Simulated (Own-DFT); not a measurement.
# Oxygen vacancies under two functionals: monoclinic HfO2, Hf32O62

These are calculations. Each geometry was run twice at fixed positions with Own-DFT, a retired in-house plane-wave program that no person has reviewed: with PBE, and with HSE06 (exact exchange share 0.25 at short range, screening 0.11 per bohr, Gygi-Baldereschi treatment of its divergence). Both used PseudoDojo norm-conserving files made for PBE, a cutoff of 48 hartree, the Gamma point alone, fixed occupations, a neutral cell and no spin. With Gamma alone and a thickness of 10.1 Å, finite-size errors remain in every number. The hafnium file keeps the 4f electrons in the core, and its forces lie about 75 meV/Å off all-electron values. The oxygen file's force components were 24 meV/Å off all-electron values in a glass.

Cell vectors in Å: (10.234, 0.000, 0.000); (0.000, 10.350, 0.000); (-1.696, 0.000, 10.445). Atoms were moved at random from their ideal sites, and each line below averages several runs of one case and one width of the moves; u² is the mean square move along one axis. E is the PBE energy of the cell and D the HSE06 energy less the PBE one, each over its lowest single run, with the standard error of the mean. Within a case the pair of sites differs from run to run.

- A: two O taken from sites with four and four neighbours, under 3.2 Å apart
- B: two O taken from sites with three and four neighbours, under 3.2 Å apart
- C: two O taken from sites with three and three neighbours, under 3.2 Å apart

| case | runs | u² (Å²) | E (eV) | error of E | D (eV) | error of D |
|---|---|---|---|---|---|---|
| A | 8 | 0.000871 | 0.405 | 0.081 | 0.137 | 0.015 |
| A | 8 | 0.002389 | 3.996 | 0.179 | 0.292 | 0.027 |
| A | 8 | 0.006135 | 12.809 | 0.701 | 0.702 | 0.038 |
| B | 8 | 0.000866 | 0.467 | 0.057 | 0.037 | 0.010 |
| B | 8 | 0.002511 | 4.245 | 0.167 | 0.260 | 0.020 |
| B | 8 | 0.006375 | 13.594 | 0.474 | 0.704 | 0.030 |
| C | 8 | 0.000936 | 0.935 | 0.094 | 0.078 | 0.012 |
| C | 8 | 0.002556 | 4.579 | 0.169 | 0.252 | 0.026 |
| C | 8 | 0.006439 | 13.709 | 0.467 | 0.767 | 0.022 |

Q: how do the cases differ under PBE, and what does HSE06 change?

## Answer

Fit E and D each to a + b u², with one a for each case and lines weighted by their errors. Against A, in eV:

| case | PBE | change by HSE06 | HSE06 |
|---|---|---|---|
| B | 0.06 ± 0.09 | -0.081 ± 0.015 | -0.02 ± 0.09 |
| C | 0.33 ± 0.11 | -0.052 ± 0.016 | 0.28 ± 0.11 |

Under PBE, C lies above A by more than three errors. D is known much better than E, because both runs of a geometry share the same random moves. HSE06 moves B down and C down against A. The slope b is 2333 ± 44 eV/Å² for E and 121 ± 3 for D, so at this fixed cell HSE06 makes random moves about 5 % costlier. The vacancies are unrelaxed, and relaxation differs between sites.
